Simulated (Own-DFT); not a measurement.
WC (WC crystal, atoms displaced) (calculated)

A calculation, not a measurement: plane-wave density functional theory by an unreviewed code, no spin, of a simulated periodic cell, stress positive in tension, run twice, with PBE and with PBEsol, both on files made for PBE, so the change isn't that of files made for PBEsol, forces on such cells moved up to 12 meV/angstrom on a denser k mesh; the far tail of each file's local potential was reset to the Coulomb form; each entry is a single point on an unrelaxed cell, so the pressure reflects the starting lattice, taken from the Materials Project, from which strain is counted, and rises with the displacements; printed positions are rounded, which can move forces by about a meV/angstrom; the program, named Own-DFT, is a retired in-house code; no spin-orbit coupling; stress was not checked against mesh or cutoff. Program: Own-DFT development build.

### WC (WC crystal, atoms displaced)

```
WC
1.0
      5.8332    -5.0517    -2.8394
      0.0000    -5.0517     8.5183
     -5.8332    -5.0517    -2.8394
W C W C W C W C W C W C W C W C W C W C W C W C W C W C W C W C W C W C W C W C W C W C W C W C W C W C W C W C W C W C W C W C
1 1 1 1 1 1 1 1 1 1 1 1 1 1 1 1 1 1 1 1 1 1 1 1 1 1 1 1 1 1 1 1 1 1 1 1 1 1 1 1 1 1 1 1 1 1 1 1 1 1 1 1 1 1 1 1 1 1 1 1 1 1 1 1
Direct
  0.68713 0.87374 0.93742
  0.68935 0.95831 0.68414
  0.37140 0.74820 0.87109
  0.37217 0.83265 0.62500
  0.18485 0.37497 0.94082
  0.18934 0.45899 0.68704
  0.06782 0.62418 0.81223
  0.06378 0.71120 0.56112
  0.94109 0.87431 0.68772
  0.93732 0.96159 0.43939
  0.87441 0.25040 0.87652
  0.87492 0.32887 0.62562
  0.75277 0.49971 0.75231
  0.75126 0.58023 0.49997
  0.62723 0.75158 0.62466
  0.62452 0.83222 0.37490
  0.56021 0.12389 0.81621
  0.56324 0.20763 0.55839
  0.43234 0.37459 0.68766
  0.43993 0.45839 0.43677
  0.31197 0.62600 0.56446
  0.31291 0.70534 0.31552
  0.19147 0.87350 0.44062
  0.18834 0.95922 0.18894
  0.25021 0.00068 0.75405
  0.24696 0.08250 0.50161
  0.12570 0.24763 0.62261
  0.12586 0.33203 0.37101
  0.99743 0.49801 0.50022
  0.00172 0.57944 0.25183
  0.88030 0.75064 0.37485
  0.87491 0.83109 0.12374
  0.81258 0.12163 0.56419
  0.81419 0.20845 0.31008
  0.69010 0.37711 0.43486
  0.68890 0.46056 0.18805
  0.56605 0.62796 0.31129
  0.56410 0.70884 0.06093
  0.44004 0.87640 0.18521
  0.43953 0.96191 0.93845
  0.50003 0.00050 0.49539
  0.50055 0.08498 0.24974
  0.37375 0.25083 0.37624
  0.37386 0.33415 0.12539
  0.25077 0.49903 0.24848
  0.24831 0.57925 0.00139
  0.12678 0.74866 0.12726
  0.12653 0.83505 0.87673
  0.06052 0.12218 0.31173
  0.06036 0.20712 0.06495
  0.93673 0.37309 0.18637
  0.93282 0.45778 0.93438
  0.81233 0.62684 0.06585
  0.81401 0.70616 0.81425
  0.75196 0.00245 0.24976
  0.74944 0.07783 0.99845
  0.62606 0.24785 0.12660
  0.62317 0.33301 0.87687
  0.50192 0.50125 0.00267
  0.50272 0.58636 0.74775
  0.31337 0.12684 0.06277
  0.31385 0.21250 0.81106
  0.99864 0.00031 0.99859
  0.99764 0.08402 0.75182
```

- functional: PBE, then PBEsol
- potential files: PseudoDojo norm-conserving, scalar-relativistic, standard set
- wave cutoff: 50 hartree
- occupations: cold (Marzari-Vanderbilt)
- smearing width: 0.2 eV
- k mesh: 4 x 4 x 4 centred on Gamma
- PBE pressure: 3.21 GPa
- PBE stress xx: -2.66 GPa
- PBE stress yy: -2.99 GPa
- PBE stress zz: -3.97 GPa
- PBE stress yz: 0.12 GPa
- PBE stress xz: -0.06 GPa
- PBE stress xy: 0.05 GPa
- PBEsol pressure: -4.84 GPa
- PBEsol stress xx: 5.22 GPa
- PBEsol stress yy: 4.88 GPa
- PBEsol stress zz: 4.42 GPa
- PBEsol stress yz: 0.12 GPa
- PBEsol stress xz: -0.06 GPa
- PBEsol stress xy: 0.05 GPa
- rms change of force components from PBE to PBEsol: 0.008 eV/Å

Force:
```tsv
force element	PBE force x (eV/Å)	PBE force y (eV/Å)	PBE force z (eV/Å)	PBEsol force x (eV/Å)	PBEsol force y (eV/Å)	PBEsol force z (eV/Å)
W	0.362	0.07	0.115	0.354	0.059	0.113
C	-0.594	-0.017	-0.189	-0.584	-0.017	-0.187
W	-0.007	-1.663	-0.351	-0.007	-1.64	-0.345
C	0.352	-0.614	-0.032	0.345	-0.599	-0.033
W	0.851	0.378	0.003	0.841	0.365	0.005
C	-0.35	0.381	-0.089	-0.346	0.374	-0.089
W	-1.033	0.665	0.58	-1.015	0.654	0.572
C	-0.227	0.124	-0.723	-0.221	0.118	-0.712
W	-0.603	0.284	0.198	-0.595	0.279	0.203
C	0.334	0.356	-0.741	0.328	0.35	-0.73
W	0.045	0.638	-0.242	0.043	0.626	-0.24
C	0.112	-0.207	0.505	0.113	-0.208	0.499
W	-0.169	0.957	0.502	-0.164	0.941	0.495
C	-0.011	-0.505	0.634	-0.005	-0.496	0.624
W	-0.072	0.37	-0.375	-0.073	0.367	-0.372
C	0.395	-0.386	0.279	0.389	-0.38	0.277
W	1.34	0.074	0.694	1.315	0.068	0.682
C	-0.493	-0.332	-0.024	-0.488	-0.32	-0.023
W	1.292	-1.119	-0.281	1.273	-1.1	-0.278
C	-0.203	0.009	0.162	-0.2	0.013	0.158
W	0.757	0.382	-0.483	0.738	0.368	-0.471
C	0.461	-0.114	0.525	0.452	-0.112	0.519
W	0.072	0.686	1.199	0.065	0.682	1.182
C	0.176	0.217	-0.219	0.175	0.215	-0.216
W	0.586	0.447	0.344	0.576	0.448	0.339
C	0.444	-0.163	-0.143	0.437	-0.161	-0.14
W	-0.657	-0.436	0.497	-0.646	-0.435	0.489
C	-0.515	-0.138	-0.054	-0.509	-0.135	-0.054
W	0.644	-0.664	-0.214	0.636	-0.652	-0.208
C	0.022	-0.062	0.584	0.021	-0.063	0.578
W	-0.758	0.549	0.218	-0.748	0.548	0.211
C	-0.012	-0.614	0.243	-0.013	-0.604	0.238
W	0.062	-0.21	1.259	0.07	-0.207	1.24
C	-0.404	-0.092	-0.134	-0.395	-0.085	-0.132
W	-0.967	0.404	-0.897	-0.947	0.397	-0.883
C	-0.03	0.27	-0.221	-0.032	0.264	-0.217
W	-0.807	0.502	-0.599	-0.789	0.499	-0.597
C	-0.315	0.093	0.124	-0.309	0.087	0.12
W	-0.713	0.219	-0.282	-0.706	0.206	-0.279
C	-0.201	0.582	-0.49	-0.2	0.571	-0.48
W	-0.765	-0.573	-0.517	-0.75	-0.566	-0.513
C	-0.008	0.148	-0.15	-0.006	0.145	-0.149
W	0.508	0.109	-0.204	0.504	0.109	-0.202
C	0.169	-0.191	-0.231	0.163	-0.187	-0.227
W	-0.503	-0.493	-0.213	-0.493	-0.479	-0.209
C	0.344	-0.444	0.504	0.339	-0.435	0.497
W	0.164	0.105	0.473	0.159	0.109	0.466
C	-0.092	0.302	-0.234	-0.086	0.301	-0.23
W	0.315	-0.88	0.243	0.308	-0.871	0.246
C	0.415	0.09	0.122	0.407	0.09	0.123
W	-0.031	-0.428	0.323	-0.032	-0.424	0.315
C	0.082	-0.939	-0.378	0.083	-0.926	-0.376
W	0.882	0.572	-0.534	0.864	0.571	-0.524
C	0.259	-0.158	0.343	0.254	-0.155	0.339
W	-0.264	0.754	-0.918	-0.262	0.742	-0.901
C	-0.131	-0.594	0.732	-0.133	-0.589	0.724
W	0.116	0.077	1.006	0.116	0.077	0.991
C	0.115	0.012	0.08	0.111	0.009	0.077
W	0.29	0.846	0.036	0.284	0.833	0.036
C	-0.428	0.201	-0.556	-0.426	0.199	-0.545
W	-0.319	0.238	-0.192	-0.307	0.234	-0.195
C	-0.59	0.373	-0.615	-0.582	0.369	-0.609
W	-0.068	-0.364	-0.764	-0.067	-0.361	-0.752
C	0.379	-0.083	-0.241	0.376	-0.079	-0.239
```
